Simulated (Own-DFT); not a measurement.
TiSi₂ (C49 TiSi2 crystal, atoms displaced) (calculated)

All values are calculated (Own-DFT development build). A calculation, not a measurement: plane-wave density functional theory by an unreviewed code, no spin, of a simulated periodic cell, stress positive in tension, run twice, with PBE and with PBEsol, both on files made for PBE, so the change isn't that of files made for PBEsol, forces on such cells moved up to 12 meV/angstrom on a denser k mesh; the far tail of each file's local potential was reset to the Coulomb form; each entry is a single point on an unrelaxed cell, so the pressure reflects the starting lattice, taken from the Materials Project, from which strain is counted, and rises with the displacements; printed positions are rounded, which can move forces by about a meV/angstrom; the program, named Own-DFT, is a retired in-house code; no spin-orbit coupling; stress was not checked against mesh or cutoff.

### TiSi₂ (C49 TiSi2 crystal, atoms displaced)

```
TiSi2
1.0
      5.2953    -6.7593     3.5652
      7.0604     0.0000    -7.1303
      5.2953     6.7593     3.5652
Ti Si Ti Si Ti Si Ti Si Ti Si Ti Si Ti Si Ti Si Ti Si Ti Si
2 4 2 4 2 4 2 4 2 4 2 4 2 4 2 4 2 4 2 4
Direct
  0.96589 0.91276 0.15297
  0.84488 0.86887 0.66177
  0.59321 0.91238 0.50377
  0.20660 0.88145 0.32729
  0.90660 0.04136 0.41716
  0.90389 0.76367 0.41194
  0.93463 0.39947 0.15715
  0.84918 0.37023 0.66761
  0.60665 0.39589 0.46539
  0.17894 0.36731 0.29209
  0.87201 0.50762 0.39378
  0.89415 0.28926 0.38857
  0.74315 0.72208 0.95274
  0.66738 0.65901 0.44112
  0.36695 0.73060 0.32067
  0.98358 0.68349 0.11398
  0.72371 0.82748 0.19385
  0.71062 0.55993 0.20572
  0.56822 0.01627 0.75237
  0.45727 0.96730 0.26000
  0.19800 0.03057 0.09311
  0.77830 0.96504 0.91477
  0.49159 0.12881 0.02362
  0.51908 0.87617 0.01000
  0.75600 0.23568 0.95991
  0.66091 0.18044 0.44489
  0.40278 0.21571 0.29421
  0.96068 0.19489 0.09890
  0.68591 0.30774 0.22184
  0.68041 0.07247 0.18533
  0.52439 0.52235 0.73092
  0.45889 0.45250 0.22665
  0.22827 0.51221 0.09088
  0.77653 0.48654 0.90891
  0.49383 0.64370 0.99088
  0.51008 0.38002 0.99728
  0.33155 0.84925 0.52501
  0.25528 0.76730 0.05032
  0.01443 0.83777 0.87944
  0.55671 0.77501 0.71907
  0.29011 0.91724 0.79004
  0.27325 0.66716 0.78050
  0.35353 0.31857 0.54428
  0.25081 0.29143 0.04280
  0.99426 0.34354 0.88343
  0.56483 0.26875 0.72095
  0.31334 0.40964 0.85163
  0.26512 0.19235 0.76681
  0.16671 0.63394 0.33889
  0.04284 0.57108 0.86314
  0.80035 0.60411 0.67210
  0.39786 0.56726 0.49652
  0.12332 0.72384 0.61871
  0.11305 0.48547 0.58625
  0.15972 0.12447 0.34403
  0.06084 0.07640 0.83365
  0.82400 0.12746 0.71502
  0.38563 0.09489 0.50437
  0.12360 0.21206 0.61479
  0.10308 0.96946 0.58267
```

```
functional                                        : PBE, then PBEsol
potential files                                   : PseudoDojo norm-conserving, scalar-relativistic, standard set
wave cutoff                                       : 42 hartree
occupations                                       : cold (Marzari-Vanderbilt)
smearing width                                    : 0.2 eV
k mesh                                            : 4 x 4 x 4 centred on Gamma
PBE pressure                                      : 11.61 GPa
PBE stress xx                                     : -13.56 GPa
PBE stress yy                                     : -6.3 GPa
PBE stress zz                                     : -14.98 GPa
PBE stress yz                                     : -0.02 GPa
PBE stress xz                                     : -3.29 GPa
PBE stress xy                                     : -0.69 GPa
PBEsol pressure                                   : 8.29 GPa
PBEsol stress xx                                  : -10.18 GPa
PBEsol stress yy                                  : -2.76 GPa
PBEsol stress zz                                  : -11.94 GPa
PBEsol stress yz                                  : -0.01 GPa
PBEsol stress xz                                  : -3.31 GPa
PBEsol stress xy                                  : -0.71 GPa
rms change of force components from PBE to PBEsol : 0.03 eV/Å
```

Force:
```csv
force element,PBE force x (eV/Å),PBE force y (eV/Å),PBE force z (eV/Å),PBEsol force x (eV/Å),PBEsol force y (eV/Å),PBEsol force z (eV/Å)
Ti,1.349,1.11,-2.112,1.321,1.076,-2.09
Ti,-0.763,-1.926,-0.451,-0.733,-1.892,-0.455
Si,0.991,-1.066,-0.193,0.976,-1.107,-0.211
Si,-4.227,1.454,-8.196,-4.176,1.515,-8.216
Si,-1.847,-0.207,0.067,-1.883,-0.19,0.03
Si,0.399,-0.532,-0.32,0.406,-0.521,-0.311
Ti,3.6,-0.904,-4.163,3.56,-0.889,-4.136
Ti,-2.6,-2.324,-1.177,-2.575,-2.287,-1.177
Si,3.862,1.451,-2.052,3.821,1.43,-2.029
Si,1.786,0.418,0.136,1.749,0.455,0.15
Si,4.16,-0.974,0.902,4.19,-0.943,0.876
Si,-0.732,0.744,3.701,-0.748,0.724,3.718
Ti,0.229,-0.791,-0.033,0.247,-0.787,-0.056
Ti,-0.935,2.016,-2.265,-0.927,1.999,-2.226
Si,0.805,-8.723,3.027,0.792,-8.757,3.002
Si,-1.223,-1.168,1.72,-1.21,-1.157,1.714
Si,-0.334,1.47,0.869,-0.349,1.447,0.894
Si,-1.89,-0.18,-2.652,-1.914,-0.187,-2.674
Ti,-1.104,1.798,-1.832,-1.104,1.748,-1.795
Ti,-0.881,-0.726,-0.566,-0.867,-0.686,-0.579
Si,0.159,-0.305,0.264,0.155,-0.326,0.26
Si,2.018,-0.546,0.582,1.972,-0.51,0.586
Si,-1.972,-1.007,-1.497,-2.002,-0.971,-1.55
Si,-0.808,0.774,-1.042,-0.811,0.762,-1.048
Ti,-4.294,0.978,-1.604,-4.253,0.951,-1.597
Ti,-2.836,1.612,4.18,-2.829,1.602,4.115
Si,0.095,-1.572,-1.2,0.093,-1.625,-1.22
Si,-0.315,-1.718,6.126,-0.305,-1.66,6.084
Si,-0.084,-2.947,-1.017,-0.091,-2.918,-1.034
Si,2.382,-0.582,2.141,2.416,-0.568,2.172
Ti,2.176,0.527,1.492,2.166,0.522,1.509
Ti,2.568,2.629,-1.248,2.533,2.632,-1.218
Si,0.69,1.05,-3.331,0.699,0.999,-3.323
Si,-0.707,0.207,0.283,-0.693,0.249,0.295
Si,-0.714,0.101,1.202,-0.729,0.106,1.21
Si,1.014,-1.038,1.042,1.061,-1.028,1.069
Ti,4.533,2.397,6.023,4.48,2.37,5.985
Ti,0.16,-0.126,-1.11,0.146,-0.081,-1.104
Si,-0.391,0.862,1.633,-0.381,0.828,1.627
Si,-0.247,-0.653,0.952,-0.232,-0.625,0.976
Si,1.349,-0.202,0.499,1.36,-0.19,0.485
Si,5.38,-0.267,5.859,5.415,-0.256,5.93
Ti,0.4,0.969,-2.117,0.381,0.948,-2.084
Ti,-2.84,2.322,3.984,-2.773,2.317,3.946
Si,0.383,0.073,2.888,0.377,0.031,2.871
Si,1.159,-1.23,0.748,1.15,-1.215,0.732
Si,-2.182,-3.511,-4.976,-2.206,-3.465,-4.983
Si,9.97,0.122,8.584,10.02,0.137,8.645
Ti,-3.128,4.035,0.496,-3.053,3.97,0.49
Ti,0.61,-1.182,-1.381,0.608,-1.181,-1.369
Si,2.701,1.027,-1.078,2.662,0.986,-1.085
Si,-0.357,0.341,1.47,-0.359,0.408,1.518
Si,-5.829,0.346,-5.75,-5.856,0.335,-5.818
Si,-0.795,0.796,0.303,-0.797,0.777,0.331
Ti,-0.901,1.679,-1.319,-0.886,1.643,-1.281
Ti,1.081,1.624,0.611,1.069,1.591,0.585
Si,-2.244,0.583,-1.358,-2.208,0.545,-1.364
Si,-0.641,0.388,3.682,-0.643,0.445,3.684
Si,-9.025,-0.737,-8.987,-9.091,-0.731,-9.039
Si,0.836,1.238,-0.439,0.861,1.205,-0.417
```
